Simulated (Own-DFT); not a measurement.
# Computed records: Al$_{3}$GaAs$_{4}$ (zincblende random alloy, atoms displaced)

All values are calculated (Own-DFT development build). A calculation, not a measurement: plane-wave PBE density functional theory by an unreviewed code, no spin, of a simulated periodic cell, stress positive in tension, free energy of the whole cell less one offset for each atom, forces on such cells passed a denser k mesh, this cell's mesh not checked; offsets are fitted by least squares, one for each functional and potential file, so energies compare only between cells with the same atoms and settings and are not formation energies; the far tail of each file's local potential was reset to the Coulomb form; each entry is a single point on an unrelaxed cell, so the pressure reflects the starting lattice, mostly measured values, from which strain is counted, and rises with the displacements; printed positions are rounded, which can move forces by about a meV/angstrom; the program is a retired in-house code; no spin-orbit coupling; before rounding, a Quantum ESPRESSO 7.3.1 run of the same cell and cutoff gave forces within 1 meV/angstrom rms on each cell, which checks the program and not the settings.

## Al$_{3}$GaAs$_{4}$ (zincblende random alloy, atoms displaced)

```xyz
64
Lattice="11.3183 0.0000 0.0000 0.0000 11.3183 0.0000 0.0000 0.0000 11.3183" Properties=species:S:1:pos:R:3 Al3GaAs4
Al    11.2878     0.0007    11.3050
Ga    11.2903     2.8462     2.8140
Al     2.8623     0.0025     2.8451
Al     2.7723     2.8083    11.2708
As     1.3964     1.4334     1.4594
As     1.3624     4.1849     4.2590
As     4.1957     1.3917     4.2088
As     4.2660     4.2273     1.3653
Al     0.0070    11.3034     5.6936
Al    11.2635     2.8482     8.4353
Al     2.9125     0.0145     8.5543
Al     2.8356     2.8600     5.6578
As     1.3912     1.4053     7.0650
As     1.4511     4.2639     9.8952
As     4.2404     1.4656     9.9024
As     4.2282     4.2380     7.0264
Ga    11.2772     5.6441    11.2997
Al     0.0254     8.4954     2.7771
Al     2.8041     5.7069     2.8349
Al     2.8698     8.4931     0.0112
As     1.4472     7.0688     1.3992
As     1.4318     9.8487     4.2442
As     4.2347     7.1129     4.2592
As     4.2801     9.9124     1.4190
Al    11.2998     5.6325     5.6389
Ga     0.0030     8.4868     8.4453
Al     2.8229     5.6895     8.4931
Al     2.8477     8.4312     5.6013
As     1.3857     7.0725     7.0610
As     1.3981     9.9107     9.9149
As     4.2586     7.1102     9.9533
As     4.2542     9.8639     7.0562
Al     5.6744    11.2693     0.0131
Ga     5.6845     2.7822     2.8556
Al     8.4700     0.0228     2.7781
Al     8.4920     2.7592    11.3137
As     7.0403     1.4662     1.4411
As     7.0642     4.1959     4.2663
As     9.9235     1.4364     4.2333
As     9.8729     4.2203     1.3921
Ga     5.7170    11.3146     5.6301
Al     5.6596     2.7923     8.4114
Al     8.5371     0.0225     8.4770
Al     8.4782     2.7947     5.6422
As     7.0492     1.4490     7.1011
As     7.0568     4.2341     9.8969
As     9.8657     1.4013     9.8693
As     9.8934     4.2299     7.1200
Ga     5.6381     5.6626     0.0048
Al     5.5937     8.4340     2.7722
Al     8.5153     5.6296     2.7903
Al     8.4502     8.4911     0.0193
As     7.0562     7.0679     1.4721
As     7.1292     9.9208     4.2738
As     9.9189     7.0159     4.2301
As     9.9661     9.9110     1.4513
Ga     5.6511     5.6265     5.6639
Al     5.6128     8.5249     8.4661
Ga     8.4253     5.6394     8.4537
Al     8.5523     8.4738     5.6499
As     7.1560     7.0012     7.1007
As     7.1433     9.8889     9.9301
As     9.9241     7.1073     9.9105
As     9.9528     9.9024     7.1238
```

* functional: PBE
* potential files: PseudoDojo norm-conserving, scalar-relativistic, standard set
* wave cutoff: 42 hartree
* occupations: Fermi-Dirac
* smearing width: 0.1 eV
* k mesh: 3 x 3 x 3 centred on Gamma
* free energy of cell above offsets: -19.779 eV
* pressure: 3.04 GPa
* stress xx: -3.01 GPa
* stress yy: -3.06 GPa
* stress zz: -3.05 GPa
* stress yz: 0.16 GPa
* stress xz: 0.07 GPa
* stress xy: 0.69 GPa

Force:
```tsv
element	x (eV/Å)	y (eV/Å)	z (eV/Å)
Al	0.304	0.217	0.108
Ga	-0.006	-0.021	0.033
Al	-0.65	-0.425	-0.292
Al	0.248	0.199	0.63
As	0.125	-0.378	-0.527
As	0.559	0.706	-0.259
As	0.575	0.312	0.718
As	-0.569	-0.135	0.661
Al	0.108	-0.018	-0.554
Al	0.78	-0.265	0.671
Al	-0.729	-0.284	-0.611
Al	-0.383	-0.603	-0.149
As	0.611	0.064	0.354
As	-0.705	-0.216	-0.321
As	0.586	-0.378	0.266
As	-0.051	0.201	0.642
Ga	0.392	0.099	0.025
Al	0.114	-0.502	0.547
Al	0.246	-0.861	0.096
Al	-0.509	0.298	-0.011
As	-0.358	0.08	-0.209
As	-0.106	0.492	-0.046
As	0.411	-0.869	-0.33
As	-0.46	0.042	-0.022
Al	0.037	-0.182	0.391
Ga	0.323	-0.096	0.681
Al	0.248	0.08	-0.046
Al	-0.473	0.531	0.854
As	0.352	-0.202	-0.268
As	0.421	-0.068	-0.046
As	-0.036	-0.185	-0.711
As	-0.331	0.537	-0.307
Al	0.178	0.631	-0.334
Ga	-0.704	0.632	0.042
Al	0.319	-0.015	0.427
Al	-0.322	0.546	-0.191
As	0.277	-0.841	-0.593
As	0.243	0.431	-0.338
As	-0.267	-0.573	0.095
As	0.111	-0.083	-0.23
Ga	-0.51	0.1	0.197
Al	-0.385	0.828	0.781
Al	-0.672	-0.351	-0.112
Al	0.274	0.213	0.32
As	0.674	-0.784	-0.497
As	-0.05	-0.305	0.057
As	0.624	0.271	0.308
As	-0.411	0.278	-0.878
Ga	0.382	-0.084	-0.027
Al	0.662	0.655	0.841
Al	-0.455	-0.08	0.535
Al	0.687	-0.228	0.441
As	0.263	-0.198	-0.527
As	-0.239	-0.615	-0.706
As	0.06	0.493	-0.352
As	-0.88	0.033	-0.473
Ga	0.319	0.353	-0.118
Al	0.932	-0.566	0.32
Ga	0.986	-0.364	1.104
Al	-0.121	-0.074	0.232
As	-1.241	1.323	-0.797
As	-0.61	0.336	-0.639
As	-0.594	-0.238	-0.204
As	-0.605	0.107	-0.654
```
